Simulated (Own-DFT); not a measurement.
# What a defect does to the pressure of its cell: zincblende GaAs

Everything here is calculated. The program is Own-DFT (plane waves, in-house, since retired, never reviewed by a person); positions were held fixed, and spin and spin-orbit coupling were off.

Settings: PBE; PseudoDojo norm-conserving scalar-relativistic files; cutoff 42 hartree; 3 x 3 x 3 k mesh centred on Gamma; Fermi-Dirac smearing of 0.1 eV.

Limits (not all hold for every row): not probed for a lower state with spin; forces on such cells failed a check on a denser k mesh; forces not confirmed at this smearing and k mesh; stress not checked against mesh or cutoff.

All runs share one cell, with vectors in Å (11.307, 0.000, 0.000); (0.000, 11.307, 0.000); (0.000, 0.000, 11.307) and a volume of 1445.4 Å³. The atoms are randomly displaced, by u rms on each axis. The defect's site can differ from row to row.

```
cell,formula,u (Å),P (GPa)
no defect,As32Ga32,0.0204,3.52
no defect,As32Ga32,0.0516,4.01
no defect,As32Ga32,0.0531,4.12
two As on a Ga site each,As34Ga30,0.0272,4.78
two As on a Ga site each,As34Ga30,0.0304,4.82
two As on a Ga site each,As34Ga30,0.0311,4.81
two Ga vacancies,As32Ga30,0.0277,2.91
two Ga vacancies,As32Ga30,0.0302,2.90
two Ga vacancies,As32Ga30,0.0309,2.95
two As vacancies,As30Ga32,0.0283,3.21
two As vacancies,As30Ga32,0.0287,3.28
two As vacancies,As30Ga32,0.0513,?
two As vacancies,As30Ga32,0.0515,3.56
one As on a Ga site and one Ga on an As site,As32Ga32,0.0309,3.98
one As on a Ga site and one Ga on an As site,As32Ga32,0.0448,4.17
one As on a Ga site and one Ga on an As site,As32Ga32,0.0543,4.40
```

## What the rows give

P = P0 + c u² + a shift for each defect gives P0 = 3.47 GPa, c = 210 ± 13 GPa/Å² and a scatter of 0.04 GPa. The shifts, and each times the cell's volume:

- two As on a Ga site each: 1.15 ± 0.03 GPa, 10.4 eV (5.2 eV for each of its 2 sites)
- one As on a Ga site and one Ga on an As site: 0.30 ± 0.03 GPa, 2.7 eV
- two As vacancies: -0.42 ± 0.03 GPa, -3.8 eV (-1.9 eV for each of its 2 sites)
- two Ga vacancies: -0.73 ± 0.03 GPa, -6.6 eV (-3.3 eV for each of its 2 sites)

Positive is outwards. The product with the volume (160.2 GPa Å³ to the eV) is nearly free of the cell's size; divided by the bulk modulus at the cell's pressure it gives the volume that the defect adds. The atoms around the defects weren't relaxed, which would change these numbers.

## Withheld run

Question: what pressure belongs in the blank (two As vacancies, u = 0.0513 Å)?

Estimate: 3.61 ± 0.05 GPa. DFT gave 3.71 GPa.
